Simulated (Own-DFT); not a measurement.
# What a defect does to the pressure of its cell: C40 NbSi2

The numbers are computed, not measured, by runs of the plane-wave DFT program Own-DFT (in-house, retired, unreviewed) at fixed positions, with no spin and no spin-orbit coupling.

Settings: PBEsol; PseudoDojo norm-conserving scalar-relativistic files, made for PBE; cutoff 42 hartree; 4 x 4 x 5 k mesh centred on Gamma; cold (Marzari-Vanderbilt) smearing of 0.2 eV.

Caveats: forces on such cells failed a check on a denser k mesh; stress not checked against mesh or cutoff.

All runs share one cell, with vectors in Å (0.000, 8.324, 0.000); (-9.613, 0.000, 0.000); (0.000, 0.000, 6.586) and a volume of 527.0 Å³. The atoms are randomly displaced, by u rms on each axis. The defect's site can differ from row to row.

```
cell,formula,u (Å),P (GPa)
no defect,Nb12Si24,0.0193,-2.17
no defect,Nb12Si24,0.0197,-2.19
no defect,Nb12Si24,0.0493,-1.10
two Si on a Nb site each,Nb10Si26,0.0279,-1.81
two Si on a Nb site each,Nb10Si26,0.0431,-1.12
two Si on a Nb site each,Nb10Si26,0.0544,-0.40
one Si vacancy,Nb12Si23,0.0252,?
one Si vacancy,Nb12Si23,0.0308,-2.58
one Si vacancy,Nb12Si23,0.0494,-1.58
one Si vacancy,Nb12Si23,0.0558,-1.21
two Nb vacancies,Nb10Si24,0.0259,-3.63
two Nb vacancies,Nb10Si24,0.0339,-3.13
two Nb vacancies,Nb10Si24,0.0529,-2.28
two Nb on a Si site each,Nb14Si22,0.0287,3.30
two Nb on a Si site each,Nb14Si22,0.0485,4.35
two Nb on a Si site each,Nb14Si22,0.0525,4.40
```

## What the rows give

P = P0 + c u² + a shift for each defect gives P0 = -2.46 GPa, c = 602 ± 25 GPa/Å² and a scatter of 0.09 GPa. The shifts, and each times the cell's volume:

- two Nb on a Si site each: 5.28 ± 0.07 GPa, 17.4 eV (8.7 eV for each of its 2 sites)
- two Si on a Nb site each: 0.23 ± 0.07 GPa, 0.7 eV (0.4 eV for each of its 2 sites)
- one Si vacancy: -0.64 ± 0.08 GPa, -2.1 eV
- two Nb vacancies: -1.48 ± 0.07 GPa, -4.9 eV (-2.4 eV for each of its 2 sites)

A positive shift means that the defect pushes the cell outwards. Shift times volume (160.2 GPa Å³ is 1 eV) depends little on the cell's size, so, taken for each site, it can be compared between cells at like pressure. The atoms around the defects weren't relaxed, which would change these numbers.

## Withheld run

Asked: what pressure belongs in the blank (one Si vacancy, u = 0.0252 Å)?

The fitted form gives -2.71 ± 0.11 GPa. Computed: -2.69 GPa.
